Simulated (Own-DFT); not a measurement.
# Computed records: SiC (2H silicon carbide, atoms displaced)

All values are calculated (Own-DFT development build). A calculation, not a measurement: plane-wave PBE density functional theory by an unreviewed code, no spin, of a simulated periodic cell, stress positive in tension, free energy of the whole cell less one offset for each atom, forces on such cells passed a denser k mesh, this cell's mesh not checked; offsets are fitted by least squares, one for each functional and potential file, so energies compare only between cells with the same atoms and settings and are not formation energies; the far tail of each file's local potential was reset to the Coulomb form; each entry is a single point on an unrelaxed cell, so the pressure reflects the starting lattice, mostly measured values (interpolated for alloys), from which strain is counted, and rises with the displacements; printed positions are rounded, which can move forces by about a meV/angstrom; the program, named Own-DFT, is a retired in-house code; no spin-orbit coupling.

Settings shared by all entries: functional PBE; potential files PseudoDojo norm-conserving, scalar-relativistic, standard set; wave cutoff 42 hartree; occupations Fermi-Dirac; smearing width 0.1 eV; hardware one NVIDIA H100; k mesh 5 x 5 x 3 centred on Gamma.

(1) SiC (2H silicon carbide, atoms displaced)

```
CELL_PARAMETERS angstrom
6.16540 0.00000 0.00000
-3.08270 5.33940 0.00000
0.00000 0.00000 10.06810
ATOMIC_POSITIONS crystal
Si 0.00186 0.00466 0.99910
Si 0.15848 0.34232 0.25271
C 0.00343 0.99551 0.18001
C 0.17365 0.32751 0.44726
Si 0.01293 0.99030 0.50162
Si 0.17465 0.34742 0.74033
C 0.00787 0.00464 0.68593
C 0.16941 0.33288 0.93183
Si 0.99859 0.50214 0.99808
Si 0.15637 0.83659 0.24672
C 0.99738 0.50684 0.18650
C 0.16148 0.82281 0.42652
Si 0.00290 0.51403 0.50398
Si 0.17261 0.83472 0.74026
C 0.97881 0.49065 0.68111
C 0.15330 0.83736 0.93787
Si 0.50346 0.99719 0.00096
Si 0.67093 0.33449 0.25163
C 0.50539 0.00157 0.19064
C 0.65926 0.33283 0.43988
Si 0.49922 0.00918 0.49950
Si 0.68287 0.35789 0.75068
C 0.52715 0.01453 0.68731
C 0.65234 0.32281 0.94715
Si 0.51646 0.50770 0.01067
Si 0.64462 0.82509 0.23629
C 0.50240 0.49404 0.19091
C 0.66116 0.83727 0.43126
Si 0.47416 0.48599 0.49738
Si 0.67178 0.83822 0.75205
C 0.49687 0.49298 0.67978
C 0.66047 0.82517 0.94056
```

* free energy of cell above offsets: -2.073 eV
* pressure: 5.39 GPa
* stress xx: -4.97 GPa
* stress yy: -4.04 GPa
* stress zz: -7.15 GPa
* stress yz: 1.41 GPa
* stress xz: -0.28 GPa
* stress xy: 1.27 GPa
* wall time: 115.6 s

Force:
| element | x (eV/Å) | y (eV/Å) | z (eV/Å) |
| --- | --- | --- | --- |
| Si | -0.442 | 0.566 | -0.95 |
| Si | 1.453 | -1.469 | -0.107 |
| C | -2.263 | 1.432 | 1.434 |
| C | -4.452 | -1.284 | -2.487 |
| Si | -3.316 | -0.042 | -1.182 |
| Si | -0.199 | -1.53 | 1.621 |
| C | 0.028 | -0.34 | 0.24 |
| C | -0.395 | 1.11 | 0.619 |
| Si | 0.401 | -0.334 | -0.352 |
| Si | 1.586 | -0.045 | -0.81 |
| C | 0.52 | -0.329 | 0.189 |
| C | 0.478 | 1.199 | 2.388 |
| Si | -0.26 | -2.667 | -2.256 |
| Si | 0.257 | 0.819 | 2.013 |
| C | 3.461 | 2.848 | 1.004 |
| C | 2.323 | -0.968 | -1.067 |
| Si | -1.713 | -0.641 | -0.006 |
| Si | -0.311 | -0.334 | 0.665 |
| C | -2.304 | 0.444 | -1.437 |
| C | 0.479 | 0.917 | -0.6 |
| Si | 1.766 | -1.108 | -0.667 |
| Si | -2.737 | -3.245 | 1.371 |
| C | -2.222 | -0.57 | 0.205 |
| C | 1.645 | 1.592 | -1.938 |
| Si | -2.028 | -1.725 | -1.989 |
| Si | 3.404 | 0.491 | 3.285 |
| C | -1.422 | -0.145 | 0.149 |
| C | 0.578 | -0.624 | 0.511 |
| Si | 4.566 | 4.008 | -0.072 |
| Si | 0.583 | -0.799 | -0.817 |
| C | 0.007 | 1.808 | 1.452 |
| C | 0.529 | 0.963 | -0.411 |

(2) SiC (2H silicon carbide, atoms displaced)

```
CELL_PARAMETERS angstrom
6.16540 0.00000 0.00000
-3.08270 5.33940 0.00000
0.00000 0.00000 10.06810
ATOMIC_POSITIONS crystal
Si 0.01154 0.01873 0.00596
Si 0.16459 0.34109 0.25320
C 0.01180 0.02620 0.19072
C 0.16133 0.30219 0.43911
Si 0.98875 0.99434 0.49627
Si 0.16424 0.33159 0.75903
C 0.01331 0.01908 0.69081
C 0.17169 0.31938 0.93913
Si 0.99305 0.49740 0.00600
Si 0.19104 0.83393 0.25091
C 0.00734 0.51418 0.18626
C 0.15696 0.83895 0.44108
Si 0.99365 0.49313 0.50984
Si 0.18513 0.85058 0.75280
C 0.99249 0.49320 0.68380
C 0.16084 0.82951 0.93590
Si 0.50880 0.97889 0.98364
Si 0.67384 0.33704 0.24453
C 0.52294 0.01019 0.18701
C 0.66065 0.32687 0.43528
Si 0.50331 0.01161 0.49709
Si 0.66700 0.33961 0.74805
C 0.47600 0.98519 0.68869
C 0.65715 0.32633 0.93162
Si 0.49242 0.49871 0.99918
Si 0.66603 0.83951 0.24637
C 0.50504 0.50270 0.18719
C 0.67471 0.84363 0.43834
Si 0.49403 0.50258 0.49570
Si 0.68813 0.83927 0.74799
C 0.50578 0.49929 0.68360
C 0.65129 0.83004 0.94312
```

- free energy of cell above offsets: -1.228 eV
- pressure: 6.77 GPa
- stress xx: -5.7 GPa
- stress yy: -7.37 GPa
- stress zz: -7.24 GPa
- stress yz: 0.84 GPa
- stress xz: 1.14 GPa
- stress xy: 0.59 GPa
- wall time: 116.3 s

Force:
| element | x (eV/Å) | y (eV/Å) | z (eV/Å) |
| --- | --- | --- | --- |
| Si | 0.097 | -3.553 | 0.437 |
| Si | 1.12 | 0.169 | 0.201 |
| C | 0.748 | -2.66 | -0.519 |
| C | -1.555 | 4.805 | -0.637 |
| Si | 1.313 | -0.459 | 1.906 |
| Si | 0.301 | 1.667 | -2.287 |
| C | 0.198 | -1.783 | -0.73 |
| C | -2.161 | 2.826 | 0.027 |
| Si | 0.154 | 0.094 | -2.436 |
| Si | -2.536 | 1.975 | 0.309 |
| C | 0.291 | -0.675 | 0.845 |
| C | 2.353 | -1.82 | -0.681 |
| Si | 0.471 | 0.214 | -3.389 |
| Si | -3.968 | -3.147 | 0.083 |
| C | 0.71 | 0.848 | 3.21 |
| C | 0.339 | -0.079 | 1.111 |
| Si | -7.178 | 4.655 | 3.505 |
| Si | -0.475 | 0.324 | 1.135 |
| C | -1.768 | -0.51 | -1.47 |
| C | 0.349 | 1.977 | -0.203 |
| Si | -0.799 | -1.953 | 0.987 |
| Si | 0.218 | -1.235 | -0.488 |
| C | 5.2 | 3.007 | -1.396 |
| C | 0.86 | 0.303 | 1.474 |
| Si | 1.586 | -0.36 | 0.476 |
| Si | 2.484 | -0.146 | 0.778 |
| C | -0.627 | 0.264 | 0.131 |
| C | -2.237 | -1.642 | -0.716 |
| Si | 0.785 | -0.551 | 0.343 |
| Si | -2.322 | -0.84 | 0.152 |
| C | -1.091 | 0.852 | 0.792 |
| C | 7.14 | -2.567 | -2.948 |

(3) SiC (2H silicon carbide, atoms displaced)

```
CELL_PARAMETERS angstrom
6.16540 0.00000 0.00000
-3.08270 5.33940 0.00000
0.00000 0.00000 10.06810
ATOMIC_POSITIONS crystal
Si 0.00469 0.00847 0.00400
Si 0.16757 0.33423 0.24750
C 0.01448 0.00421 0.19020
C 0.16468 0.32816 0.42984
Si 0.01353 0.03242 0.49830
Si 0.15651 0.34436 0.74409
C 0.01902 0.01017 0.68133
C 0.16129 0.33562 0.92402
Si 0.99616 0.49788 0.00184
Si 0.16385 0.85182 0.25071
C 0.99130 0.51395 0.18869
C 0.17689 0.84592 0.43661
Si 0.01252 0.50676 0.50475
Si 0.17114 0.82805 0.74647
C 0.00398 0.51142 0.68256
C 0.16983 0.84740 0.93986
Si 0.49584 0.99461 0.99970
Si 0.68322 0.35401 0.24356
C 0.48527 0.98848 0.18428
C 0.66247 0.31687 0.44307
Si 0.50520 0.00232 0.49821
Si 0.66134 0.34850 0.75822
C 0.49028 0.97591 0.69553
C 0.66405 0.35249 0.94012
Si 0.48511 0.49921 0.99883
Si 0.67323 0.84348 0.25830
C 0.49413 0.49088 0.19387
C 0.65583 0.83590 0.45317
Si 0.50122 0.49710 0.50051
Si 0.66034 0.82423 0.74304
C 0.50132 0.49961 0.68179
C 0.67534 0.84264 0.94341
```

* free energy of cell above offsets: -1.801 eV
* pressure: 6.07 GPa
* stress xx: -6.7 GPa
* stress yy: -4.27 GPa
* stress zz: -7.25 GPa
* stress yz: 1.27 GPa
* stress xz: -0.07 GPa
* stress xy: 1.25 GPa
* wall time: 117.7 s

Force:
| element | x (eV/Å) | y (eV/Å) | z (eV/Å) |
| --- | --- | --- | --- |
| Si | -0.079 | -0.491 | -1.331 |
| Si | -0.898 | 0.86 | 0.159 |
| C | -3.839 | 1.355 | -0.787 |
| C | -0.141 | 3.37 | 0.832 |
| Si | 0.56 | -4.86 | 0.951 |
| Si | 1.997 | -1.406 | -0.53 |
| C | -1.541 | -0.144 | 1.085 |
| C | -0.413 | 0.245 | 3.15 |
| Si | -0.566 | 1.578 | -0.788 |
| Si | 3.269 | -2.046 | 1.115 |
| C | 3.268 | 0.036 | -0.692 |
| C | -1.224 | -0.695 | 0.223 |
| Si | -1.474 | 0.136 | -2.751 |
| Si | -1.542 | 1.695 | 1.361 |
| C | -1.108 | -1.327 | 1.604 |
| C | 0.13 | -1.689 | -0.73 |
| Si | -0.001 | 1.163 | -0.252 |
| Si | -1.962 | -3.905 | 2.13 |
| C | 1.66 | 1.786 | 0.838 |
| C | 0.444 | 3.525 | -1.37 |
| Si | -1.933 | -0.576 | 2.077 |
| Si | 1.33 | -2.12 | -1.586 |
| C | 0.042 | 3.374 | -1.573 |
| C | 0.887 | -1.478 | 0.376 |
| Si | 0.662 | 1.321 | 0.609 |
| Si | -1.094 | -0.872 | -0.646 |
| C | -0.418 | 1.983 | -1.154 |
| C | 3.098 | -0.514 | -2.84 |
| Si | 0.489 | -0.327 | -1.016 |
| Si | 1.979 | 1.395 | 1.435 |
| C | -1.071 | -0.413 | 1.263 |
| C | -0.51 | -0.959 | -1.16 |

(4) SiC (2H silicon carbide, atoms displaced)

```
CELL_PARAMETERS angstrom
6.16540 0.00000 0.00000
-3.08270 5.33940 0.00000
0.00000 0.00000 10.06810
ATOMIC_POSITIONS crystal
Si 0.00919 0.00936 0.99205
Si 0.17440 0.33140 0.25823
C 0.97565 0.98410 0.19364
C 0.15019 0.32468 0.44265
Si 0.00295 0.99760 0.49986
Si 0.16521 0.34120 0.75525
C 0.99844 0.01502 0.69064
C 0.18019 0.34101 0.93945
Si 0.00626 0.51105 0.99954
Si 0.16709 0.84367 0.24553
C 0.98381 0.48243 0.19143
C 0.15913 0.82152 0.43934
Si 0.00803 0.49292 0.49550
Si 0.17274 0.83950 0.74543
C 0.01779 0.49316 0.69072
C 0.18173 0.84148 0.94430
Si 0.49955 0.00858 0.00389
Si 0.65960 0.30457 0.25238
C 0.49098 0.99155 0.18367
C 0.65168 0.32820 0.44454
Si 0.50822 0.00062 0.50394
Si 0.66610 0.33170 0.74433
C 0.51842 0.01429 0.68470
C 0.67760 0.34144 0.94459
Si 0.49326 0.49880 0.99190
Si 0.66939 0.81239 0.25116
C 0.51291 0.50663 0.17073
C 0.65261 0.80653 0.43435
Si 0.48661 0.50013 0.49537
Si 0.68800 0.83569 0.75047
C 0.49492 0.48837 0.68671
C 0.66554 0.82828 0.93445
```

- free energy of cell above offsets: -1.864 eV
- pressure: 5.86 GPa
- stress xx: -5.07 GPa
- stress yy: -6.48 GPa
- stress zz: -6.03 GPa
- stress yz: 0.73 GPa
- stress xz: 0.17 GPa
- stress xy: -0.9 GPa
- wall time: 124 s

Force:
| element | x (eV/Å) | y (eV/Å) | z (eV/Å) |
| --- | --- | --- | --- |
| Si | -0.98 | -1.285 | 1.912 |
| Si | -1.054 | 0.024 | -2.831 |
| C | 3.086 | 2.994 | -1.673 |
| C | 2.419 | -0.665 | -1.279 |
| Si | -0.62 | -1.439 | 0.346 |
| Si | 2.734 | -0.792 | 0.095 |
| C | 2.566 | -0.887 | -0.967 |
| C | -2.45 | -0.819 | -0.658 |
| Si | 0.313 | -1.049 | 1.382 |
| Si | -0.247 | -2.661 | 0.844 |
| C | 1.789 | 1.45 | -0.089 |
| C | 0.845 | 1.417 | -0.145 |
| Si | -3.423 | 0.904 | 1.636 |
| Si | 0.786 | -0.025 | 0.609 |
| C | -3.811 | 2.37 | -1.45 |
| C | -1.482 | -0.093 | -1.92 |
| Si | 2.189 | 0.075 | -1.231 |
| Si | -1.112 | 2.526 | -0.298 |
| C | 0.887 | -0.929 | 1.531 |
| C | 1.38 | -0.111 | -1.444 |
| Si | -0.945 | -0.973 | -1.284 |
| Si | 1.077 | 1 | 1.532 |
| C | -0.229 | -2.385 | 0.982 |
| C | -0.727 | -0.5 | -2.254 |
| Si | 2.622 | 1.08 | 0.517 |
| Si | -2.949 | 0.034 | -0.62 |
| C | -0.7 | -2.394 | 3.938 |
| C | 0.091 | 3.461 | 0.484 |
| Si | 1.158 | -2.214 | 2.208 |
| Si | -3.238 | -1.209 | -0.026 |
| C | -0.081 | 1.636 | -0.169 |
| C | 0.108 | 1.459 | 0.324 |

(5) SiC (2H silicon carbide, atoms displaced)

```
CELL_PARAMETERS angstrom
6.16540 0.00000 0.00000
-3.08270 5.33940 0.00000
0.00000 0.00000 10.06810
ATOMIC_POSITIONS crystal
Si 0.98902 0.00775 0.00811
Si 0.15872 0.31919 0.24570
C 0.99049 0.00045 0.18411
C 0.19257 0.36188 0.44251
Si 0.01960 0.00504 0.49728
Si 0.15708 0.33180 0.74968
C 0.00230 0.00620 0.69316
C 0.16196 0.34448 0.94538
Si 0.99559 0.48934 0.99820
Si 0.17825 0.84455 0.24242
C 0.99582 0.48888 0.18970
C 0.16774 0.83835 0.43544
Si 0.02446 0.51504 0.49636
Si 0.17110 0.84047 0.74421
C 0.99009 0.49388 0.68216
C 0.17601 0.85006 0.94121
Si 0.52595 0.01822 0.99955
Si 0.67824 0.35568 0.25036
C 0.51052 0.01354 0.18945
C 0.68190 0.33908 0.43394
Si 0.50502 0.00436 0.50301
Si 0.65575 0.32918 0.75785
C 0.51061 0.00970 0.69103
C 0.66627 0.33637 0.94704
Si 0.49989 0.48030 0.99771
Si 0.66991 0.83485 0.24821
C 0.49987 0.49652 0.19243
C 0.63137 0.82367 0.44165
Si 0.49877 0.49103 0.50896
Si 0.66469 0.82000 0.75130
C 0.50964 0.50706 0.68520
C 0.66353 0.83067 0.93040
```

* free energy of cell above offsets: -1.794 eV
* pressure: 5.69 GPa
* stress xx: -6.75 GPa
* stress yy: -4.11 GPa
* stress zz: -6.21 GPa
* stress yz: -1.08 GPa
* stress xz: 1.02 GPa
* stress xy: 2.38 GPa
* wall time: 118.1 s

Force:
| element | x (eV/Å) | y (eV/Å) | z (eV/Å) |
| --- | --- | --- | --- |
| Si | 1.732 | -1.032 | -3.65 |
| Si | 0.43 | 2.518 | 1.797 |
| C | 1.262 | -0.813 | 1.989 |
| C | -0.677 | -3.907 | -1.757 |
| Si | -3.564 | 0.746 | 0.975 |
| Si | 0.395 | 0.877 | 0.343 |
| C | 0.306 | -0.769 | -1.465 |
| C | 2.127 | -1.854 | -1.883 |
| Si | -0.781 | 4.114 | 1.474 |
| Si | -0.016 | -1.27 | 0.439 |
| C | 0.567 | 1.925 | -0.82 |
| C | 0.91 | 0.67 | -0.603 |
| Si | -2.409 | -1.288 | 0.353 |
| Si | 0.092 | -0.686 | 1.819 |
| C | 0.322 | 1.089 | 1.476 |
| C | -0.207 | -0.784 | -0.086 |
| Si | -2.241 | -3.443 | 0.703 |
| Si | 0.269 | -2.298 | 0.87 |
| C | 0.404 | -0.036 | -0.746 |
| C | -0.556 | 0.243 | 1.41 |
| Si | -0.779 | 1.539 | -0.328 |
| Si | 1.244 | 0.834 | -1.392 |
| C | -0.432 | -1.285 | -0.23 |
| C | 1.685 | -0.118 | -2.71 |
| Si | -3.147 | 3.185 | 1.938 |
| Si | -2.083 | -0.619 | 1.704 |
| C | -0.778 | 0.562 | -1.796 |
| C | 4.636 | 0.013 | -1.012 |
| Si | 1.981 | 1.749 | -2.689 |
| Si | -0.253 | 2.437 | -1.04 |
| C | -1.025 | -1.902 | 2.542 |
| C | 0.588 | -0.399 | 2.376 |

(6) SiC (2H silicon carbide, atoms displaced)

```
CELL_PARAMETERS angstrom
6.16540 0.00000 0.00000
-3.08270 5.33940 0.00000
0.00000 0.00000 10.06810
ATOMIC_POSITIONS crystal
Si 0.99573 0.99669 0.99426
Si 0.14996 0.31468 0.25475
C 0.99930 0.00684 0.17782
C 0.18613 0.34073 0.43971
Si 0.99509 0.00691 0.50081
Si 0.17565 0.33972 0.75767
C 0.98461 0.00725 0.69188
C 0.15272 0.33732 0.94360
Si 0.00669 0.51094 0.00783
Si 0.14636 0.81691 0.24845
C 0.99685 0.50039 0.18178
C 0.15593 0.81665 0.43883
Si 0.99154 0.49461 0.50086
Si 0.16795 0.82502 0.75472
C 0.97949 0.46857 0.67993
C 0.16317 0.83476 0.93648
Si 0.49848 0.00363 0.00933
Si 0.64499 0.31646 0.25274
C 0.49924 0.99659 0.18666
C 0.67872 0.32642 0.44858
Si 0.50414 0.99757 0.50005
Si 0.66408 0.33753 0.75569
C 0.48111 0.98359 0.68529
C 0.66176 0.31648 0.94567
Si 0.50622 0.50438 0.00048
Si 0.68588 0.83032 0.24566
C 0.47606 0.48792 0.19953
C 0.67132 0.84343 0.44223
Si 0.49508 0.51315 0.50934
Si 0.68190 0.84114 0.73812
C 0.51826 0.50933 0.69019
C 0.66734 0.82957 0.93532
```

- free energy of cell above offsets: -1.757 eV
- pressure: 5.82 GPa
- stress xx: -3.86 GPa
- stress yy: -5.31 GPa
- stress zz: -8.29 GPa
- stress yz: 0.5 GPa
- stress xz: 0.56 GPa
- stress xy: -2.75 GPa
- wall time: 118.3 s

Force:
| element | x (eV/Å) | y (eV/Å) | z (eV/Å) |
| --- | --- | --- | --- |
| Si | -0.504 | 0.777 | -0.396 |
| Si | -0.285 | 2.43 | -0.321 |
| C | 1.118 | -1.592 | 1.397 |
| C | -2.436 | -1.245 | -0.033 |
| Si | 1.942 | -0.193 | 0.773 |
| Si | -1.096 | -0.185 | -0.888 |
| C | 5.276 | 1.399 | -1.265 |
| C | 2.318 | -0.002 | -0.65 |
| Si | -1.003 | -1.062 | -2.433 |
| Si | 1.475 | 1.407 | 0.603 |
| C | -0.74 | -1.393 | 3.191 |
| C | -0.394 | 1.959 | -0.409 |
| Si | 1.923 | 0.185 | -0.151 |
| Si | -1.625 | -0.807 | -1.789 |
| C | 0.919 | 2.474 | 2.883 |
| C | 0.635 | 0.054 | 1.054 |
| Si | 0.716 | -1.776 | -2.194 |
| Si | 0.948 | 1.374 | 0.661 |
| C | -0.235 | -1.237 | 1.895 |
| C | -3.307 | -0.021 | -2.455 |
| Si | -2.008 | -0.075 | 0.193 |
| Si | 1.173 | -2.155 | -0.341 |
| C | 1.067 | 1.264 | 0.665 |
| C | -0.496 | 2.746 | -1.093 |
| Si | -0.906 | -1.087 | 0.749 |
| Si | -3.431 | -0.72 | 1.163 |
| C | 2.15 | 0.93 | -1.804 |
| C | 0.623 | -0.975 | -1.394 |
| Si | 2.942 | -0.778 | -1.536 |
| Si | -4.142 | -1.249 | 3.346 |
| C | -1.901 | -0.755 | 0.553 |
| C | -0.715 | 0.31 | 0.023 |
